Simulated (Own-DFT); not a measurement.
# Point defects and the pressure they add: zincblende GaAs

The numbers are computed, not measured, by runs of the plane-wave DFT program Own-DFT (in-house, retired, unreviewed) at fixed positions, with no spin and no spin-orbit coupling.

Method: PBE; PseudoDojo norm-conserving scalar-relativistic files; cutoff 42 hartree; 3 x 3 x 3 k mesh centred on Gamma; Fermi-Dirac smearing of 0.1 eV.

Caveats (not all hold for every row): not probed for a lower state with spin; forces not confirmed at this smearing and k mesh; stress not checked against mesh or cutoff.

All runs share one cell, with vectors in Å (11.737, 0.000, 0.000); (0.000, 11.737, 0.000); (0.000, 0.000, 10.833) and a volume of 1492.4 Å³, strained against the parent crystal. The atoms are randomly displaced, by u rms on each axis. The defect's site can differ from row to row.

```
cell,formula,u (Å),P (GPa)
no defect,As32Ga32,0.0263,1.23
no defect,As32Ga32,0.0271,1.22
no defect,As32Ga32,0.0545,1.64
one As vacancy and one Ga vacancy,As31Ga31,0.0293,0.93
one As vacancy and one Ga vacancy,As31Ga31,0.0314,0.89
one As vacancy and one Ga vacancy,As31Ga31,0.0503,1.25
one Al on a Ga site,AlAs32Ga31,0.0311,1.23
one Al on a Ga site,AlAs32Ga31,0.0315,1.23
one Al on a Ga site,AlAs32Ga31,0.0511,1.52
one Al on a Ga site,AlAs32Ga31,0.0524,?
one In on a Ga site,As32Ga31In,0.0495,2.20
one In on a Ga site,As32Ga31In,0.0496,1.99
one In on a Ga site,As32Ga31In,0.0544,2.29
one P on an As site,As31Ga32P,0.0285,1.00
one P on an As site,As31Ga32P,0.0294,0.98
one P on an As site,As31Ga32P,0.0296,1.01
```

## Worked fit

P = P0 + c u² + a shift for each defect gives P0 = 1.08 GPa, c = 193 ± 23 GPa/Å² and a scatter of 0.06 GPa. The shifts, and each times the cell's volume:

- one In on a Ga site: 0.57 ± 0.06 GPa, 5.3 eV
- one Al on a Ga site: -0.05 ± 0.05 GPa, -0.5 eV (not resolved)
- one P on an As site: -0.25 ± 0.05 GPa, -2.3 eV
- one As vacancy and one Ga vacancy: -0.34 ± 0.05 GPa, -3.2 eV

Against the defect-free cell, a freed cell would be larger where the shift is positive and smaller where it is negative (160.2 GPa Å³ is 1 eV). The atoms around the defects weren't relaxed, which would change these numbers.

## Prediction

Asked: what pressure belongs in the blank (one Al on a Ga site, u = 0.0524 Å)?

Estimate: 1.56 ± 0.07 GPa. The run itself gave 1.56 GPa.
